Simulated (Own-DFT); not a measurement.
# Strain and stress in wurtzite GaN, 96 atoms (Ga48N48)

All numbers below are calculated, not measured. The program, named Own-DFT, is a retired in-house plane-wave density functional code that no person has reviewed. Each row is one single-point run on a periodic cell that was not relaxed, without spin or spin-orbit coupling.

Settings of every run: PBE; PseudoDojo norm-conserving scalar-relativistic files (stringent for Ga); cutoff 96 hartree; 3 x 4 x 3 k mesh centred on Gamma; Gaussian smearing of 0.01 eV.

Known limits: forces on such cells passed a denser k mesh, each cell not checked; stress not checked against mesh or cutoff.

Unstrained cell vectors in Å: (12.756, 0.000, 0.000); (-4.783, 8.285, 0.000); (0.000, 0.000, 10.370). The unstrained cell has measured lattice constants (interpolated for alloys), not those of this functional. That, the random moves and any unrelaxed bonds set the pressure at no strain. Each run strains this cell uniformly, with the atoms carried along. Every atom was also moved at random, by a Gaussian of width 0.05 Å on each axis. Strain is the symmetric tensor, in per cent. Stress is positive in tension, and the pressure is minus a third of its trace.

```
run,e_xx (%),e_yy (%),e_zz (%),e_yz (%),e_xz (%),e_xy (%),s_xx (GPa),s_yy (GPa),s_zz (GPa),s_yz (GPa),s_xz (GPa),s_xy (GPa),P (GPa),E (meV/atom)
1,1.96,-1.62,-0.34,-1.21,-0.56,-2.00,-1.80,-11.45,-9.54,-2.85,-1.01,-7.08,7.60,13.4
2,-1.68,1.07,-1.65,1.72,-1.60,0.04,-15.80,-6.49,-14.77,4.85,-2.95,0.49,12.35,35.9
3,0.34,-0.69,0.79,1.25,1.64,0.84,-5.09,-11.38,-5.06,3.36,3.62,2.91,7.18,21.6
4,1.93,-0.39,1.28,0.63,0.03,0.76,1.39,-6.25,-1.64,1.59,0.45,2.47,2.17,1.2
5,0.79,-1.23,-0.76,-0.01,-1.98,-1.24,-5.35,-13.35,-13.16,-0.79,-4.31,-4.40,10.62,38.0
6,1.73,-1.86,0.48,-0.86,0.68,1.12,-2.97,-12.10,-4.89,-2.52,1.86,2.82,6.65,11.8
7,-0.95,-0.91,0.57,0.15,1.68,0.69,-11.45,-10.66,-6.31,0.39,3.58,2.64,9.47,3.6
8,1.14,-1.33,1.91,0.81,1.24,0.45,-3.74,-8.92,0.15,2.28,2.26,0.27,4.17,8.8
9,-0.47,-1.78,-0.87,-0.82,-1.44,1.97,-12.76,-15.74,-12.46,-1.89,-2.85,6.62,13.65,28.3
10,1.70,-0.06,1.84,-0.69,1.45,-1.42,0.85,-2.91,0.13,-0.85,2.67,-3.66,0.64,0.0
11,-0.56,-0.36,1.34,1.50,1.09,1.33,-9.74,-7.38,-2.32,3.61,2.11,4.33,6.48,9.6
12,-0.38,0.08,0.57,-0.05,0.28,-0.97,-8.58,-6.96,-4.38,0.20,0.89,-3.26,6.64,2.4
13,0.39,0.83,0.98,-1.51,1.18,-1.55,-2.80,-3.57,-3.11,-2.93,2.61,-3.72,3.16,3.6
14,-1.99,0.85,-0.11,0.71,1.29,-0.78,-15.01,-5.47,-9.44,1.32,2.43,0.20,9.97,25.5
15,0.66,1.22,-1.86,-1.96,1.64,-0.59,-3.98,-2.91,-15.16,-3.95,4.11,-1.74,7.35,12.4
16,-1.49,-1.67,1.82,1.41,1.97,-1.01,-14.26,-14.83,-1.40,2.63,3.43,-3.40,10.16,27.7
17,-0.44,1.68,0.38,-0.39,-1.83,1.45,?,?,?,?,?,?,?,?
```

E is the free energy for each atom above the lowest run shown.

## Worked fit

Each stress component was fitted by least squares to a constant and the strains of the runs shown, as fractions, with shears doubled. Shear strains stay in the fit of a normal stress only where such slopes are resolved. The slopes, in GPa:

| stress | at no strain | per e_xx | per e_yy | per e_zz | scatter |
|---|---|---|---|---|---|
| s_xx | -7.4 | 427 ± 17 | 139 ± 22 | 82 ± 19 | 0.83 |
| s_yy | -7.3 | 112 ± 22 | 410 ± 28 | 94 ± 24 | 1.05 |
| s_zz | -7.9 | 37 ± 15 | 47 ± 20 | 437 ± 17 | 0.74 |

Each shear stress against twice its own strain: yz 115 ± 8, xz 105 ± 4, xy 161 ± 9 GPa. These are stiffnesses along x, y and z of the frame in which the cell vectors are given, which need not be the crystal's axes. The atoms are held to the strained lattice; where symmetry lets them move under strain, relaxing them would lower some slopes. The table should be nearly symmetric about its diagonal, and what it lacks of that shows the noise. A ninth of its sum, 198 ± 5 GPa, estimates the bulk modulus near the mean pressure of these runs, 7.4 GPa, so it lies above the value at zero pressure.

## Withheld run

Question: what normal stresses and pressure should run 17 give?

The fit gives s_xx = -6.6, s_yy = -0.6, s_zz = -5.6 and P = 4.3 GPa. The calculation gave -6.48, -0.11, -4.60 and P = 3.73 GPa.
